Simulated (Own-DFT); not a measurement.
# Computed records: Si2SnGe5 (diamond-structure random alloy, strained, atoms displaced)

Computed with Own-DFT development build. A calculation, not a measurement: plane-wave density functional theory by an unreviewed code, no spin, of a simulated periodic cell, stress positive in tension, run twice, with PBE and with PBEsol, both on files made for PBE, so the change isn't that of files made for PBEsol, forces on such cells moved up to 12 meV/angstrom on a denser k mesh; the far tail of each file's local potential was reset to the Coulomb form; each entry is a single point on an unrelaxed cell, so the pressure reflects the starting lattice, mostly measured values (interpolated for alloys), from which strain is counted, and rises with the displacements; printed positions are rounded, which can move forces by about a meV/angstrom; the program, named Own-DFT, is a retired in-house code; no spin-orbit coupling; stress was not checked against mesh or cutoff.

```xyz
64
Lattice="11.2676 0.0000 0.0000 0.0000 11.2676 0.0000 0.0000 0.0000 11.4103" Properties=species:S:1:pos:R:3:PBE_force_x:R:1:PBE_force_y:R:1:PBE_force_z:R:1:PBEsol_force_x:R:1:PBEsol_force_y:R:1:PBEsol_force_z:R:1 formula=Si2SnGe5 functional=PBE,then_PBEsol potential_files=PseudoDojo_norm-conserving,scalar-relativistic,standard_set wave_cutoff=49 occupations=Fermi-Dirac smearing_width=0.1 k_mesh=3_x_3_x_3_centred_on_Gamma PBE_pressure=6.92 PBE_stress_xx=-7.06 PBE_stress_yy=-7.27 PBE_stress_zz=-6.43 PBE_stress_yz=-0.65 PBE_stress_xz=-0.71 PBE_stress_xy=0.02 PBEsol_pressure=4.17 PBEsol_stress_xx=-4.31 PBEsol_stress_yy=-4.52 PBEsol_stress_zz=-3.68 PBEsol_stress_yz=-0.62 PBEsol_stress_xz=-0.68 PBEsol_stress_xy=0.02 rms_change_of_force_components_from_PBE_to_PBEsol=0.052
Ge    11.2440     0.0533    11.4018      0.876     -0.168      -0.44      0.815     -0.123     -0.396
Ge     0.0000     2.8391     2.8688     -0.396     -0.144      0.434     -0.319     -0.142      0.423
Si     2.8900    11.2535     2.8675     -2.137      1.518      0.948     -2.144      1.437      0.882
Sn     2.8343     2.7461     0.0661      -0.17      1.517     -1.419     -0.167      1.464     -1.375
Ge     1.3841     1.4172     1.4025     -1.021     -1.734      2.237     -1.021     -1.653      2.134
Ge     1.4338     4.2312     4.3336      0.424      0.224     -0.619      0.379      0.186     -0.567
Si     4.1546     1.4153     4.2070      1.104      -0.15      0.703      1.079     -0.126      0.768
Ge     4.2295     4.1982     1.4627      1.389      1.658      1.037      1.335      1.594      0.954
Ge    11.2207    11.2074     5.6700      1.627      1.178     -0.108      1.604      1.103     -0.071
Ge     0.1223     2.8726     8.6021     -2.434     -0.588      -0.64     -2.344     -0.565     -0.628
Si     2.8869    11.2456     8.6026     -1.742     -1.112     -0.727     -1.709     -1.014     -0.694
Ge     2.8033     2.7256     5.7283      0.092      0.233      -0.46      0.047      0.274       -0.4
Ge     1.3548     1.4539     7.1789      0.761     -1.576     -0.177      0.721     -1.477     -0.192
Ge     1.3463     4.2702     9.9317      1.551     -0.229      0.318      1.492     -0.221      0.304
Ge     4.1458     1.3176     9.9682      1.942      0.124     -1.138      1.857       0.16     -1.064
Ge     4.2180     4.1441     7.1213     -0.181      0.066      0.228     -0.211      0.093      0.181
Ge     0.0955     5.5510    11.3588      -1.84      1.358      1.229      -1.75      1.278      1.144
Sn    11.1966     8.4449     2.9327      2.518     -2.201      0.768       2.41     -2.107      0.793
Si     2.8563     5.6745     2.8794     -0.747     -0.084     -0.559     -0.697     -0.112     -0.515
Si     2.8262     8.3962    11.3929     -1.353     -0.174     -0.035      -1.25     -0.177     -0.042
Si     1.3491     7.0403     1.3904      1.713     -0.752     -0.216       1.61     -0.749     -0.209
Ge     1.4391     9.8519     4.2629      1.318      1.351      0.652      1.238      1.272      0.674
Ge     4.2754     7.0198     4.2982     -0.571      0.042     -0.311     -0.523      0.075     -0.268
Sn     4.2626     9.8997     1.4716     -0.912     -0.777     -1.387     -0.843     -0.814     -1.304
Ge     0.0004     5.6456     5.7063     -0.194     -0.887      0.205     -0.189     -0.851      0.195
Ge    11.2300     8.4562     8.5167       1.49     -1.041      2.164      1.437     -1.009      2.036
Ge     2.8269     5.6042     8.6119     -0.157      0.162     -1.271     -0.154      0.154     -1.226
Ge     2.8592     8.4863     5.6906     -0.018     -0.338      0.312     -0.054     -0.369      0.262
Ge     1.3828     7.0426     7.0664       0.69      0.178      0.783      0.652      0.173      0.751
Si     1.3540     9.8605    10.0888      1.002     -0.237     -1.035      0.911     -0.215     -1.017
Ge     4.2010     7.0247     9.9619      0.299      0.653      0.445      0.328      0.597      0.398
Si     4.1970     9.7919     7.1866     -0.059      1.085      0.082     -0.014      1.019      0.041
Si     5.5388    11.2485    11.3450      1.868      0.817     -0.748      1.837      0.807     -0.737
Si     5.6410     2.8361     2.9007     -0.262     -0.493     -0.358     -0.212      -0.44     -0.393
Ge     8.4692     0.0588     2.8279     -0.834      0.604      1.558     -0.836      0.549      1.474
Ge     8.4695     2.7712    11.3616      0.941     -0.539      2.374      0.891     -0.557      2.263
Ge     6.9674     1.3632     1.3991     -0.281      0.499     -0.065     -0.207      0.477      -0.06
Ge     7.0899     4.2392     4.2209     -0.104     -0.444      0.311     -0.078     -0.392      0.337
Si     9.9183     1.3894     4.4030     -0.277      0.192     -1.743     -0.272      0.183     -1.706
Si     9.8714     4.2432     1.4618     -0.193     -0.079     -0.496     -0.183     -0.081     -0.487
Ge     5.6648    11.2233     5.8157     -1.399     -0.361     -1.287     -1.278     -0.348     -1.243
Si     5.6171     2.7561     8.4723     -0.785     -0.669      0.262     -0.769     -0.657      0.251
Ge     8.4597    11.2251     8.5353     -1.754      1.595      1.538     -1.698      1.546      1.489
Ge     8.4851     2.7240     5.6917     -0.338      0.769     -0.047     -0.359      0.785      0.005
Ge     7.0109     1.3976     7.1000      0.461      0.175      0.729      0.479      0.122      0.664
Sn     7.1165     4.1610     9.9137     -0.871      0.285     -0.733     -0.847       0.27     -0.631
Ge     9.8304     1.3605    10.0044      0.599      0.524     -0.906      0.575      0.504     -0.856
Ge     9.7912     4.2363     7.1275      0.748     -0.158      0.344      0.758     -0.181      0.296
Ge     5.7315     5.6920    11.3446     -1.162      0.013      1.375      -1.16     -0.015      1.293
Ge     5.6144     8.4885     2.8842      1.568     -1.751      0.799      1.505     -1.667      0.821
Ge     8.4783     5.7612     2.8667      -0.01     -1.077     -0.697      0.002     -1.043     -0.596
Ge     8.4579     8.4350     0.0439     -1.597     -1.792     -1.161     -1.545     -1.674     -1.125
Si     7.0035     7.0182     1.4823      0.108      0.766      -0.36      0.104      0.754     -0.347
Ge     7.0507     9.7887     4.3204     -1.163      2.333      -1.69     -1.134      2.255     -1.641
Ge     9.8531     7.0155     4.3689      0.466     -1.937     -0.473      0.449     -1.873     -0.464
Sn     9.8665     9.8052     1.4346     -1.217      2.665      -1.54     -1.205      2.604     -1.496
Ge     5.5977     5.5690     5.7025      -0.35     -0.967     -0.697     -0.336     -0.922      -0.68
Ge     5.6156     8.5556     8.6193     -0.869     -0.854     -0.356     -0.798      -0.86     -0.305
Si     8.4737     5.6607     8.5351      1.836      0.308      0.584      1.774      0.267      0.532
Sn     8.4780     8.4599     5.6819     -0.999     -1.093     -2.121     -0.977     -1.071     -2.077
Sn     7.0399     7.0149     7.1011      -1.78     -0.728      1.894     -1.773     -0.673      1.797
Ge     7.0216     9.8101    10.0058      0.333      1.077       0.71      0.341      1.008      0.648
Si     9.8504     7.0592    10.0171      0.153     -0.655     -0.458      0.183     -0.604     -0.417
Sn     9.7978     9.8319     7.1305      2.299      1.823      1.456      2.244      1.777      1.418
```

Units: wave_cutoff in hartree; smearing_width in eV; PBE_pressure, PBE_stress_xx, PBE_stress_yy, PBE_stress_zz, PBE_stress_yz, PBE_stress_xz, PBE_stress_xy, PBEsol_pressure, PBEsol_stress_xx, PBEsol_stress_yy, PBEsol_stress_zz, PBEsol_stress_yz, PBEsol_stress_xz, PBEsol_stress_xy in GPa; rms_change_of_force_components_from_PBE_to_PBEsol, PBE_force_x, PBE_force_y, PBE_force_z, PBEsol_force_x, PBEsol_force_y, PBEsol_force_z in eV/Å.
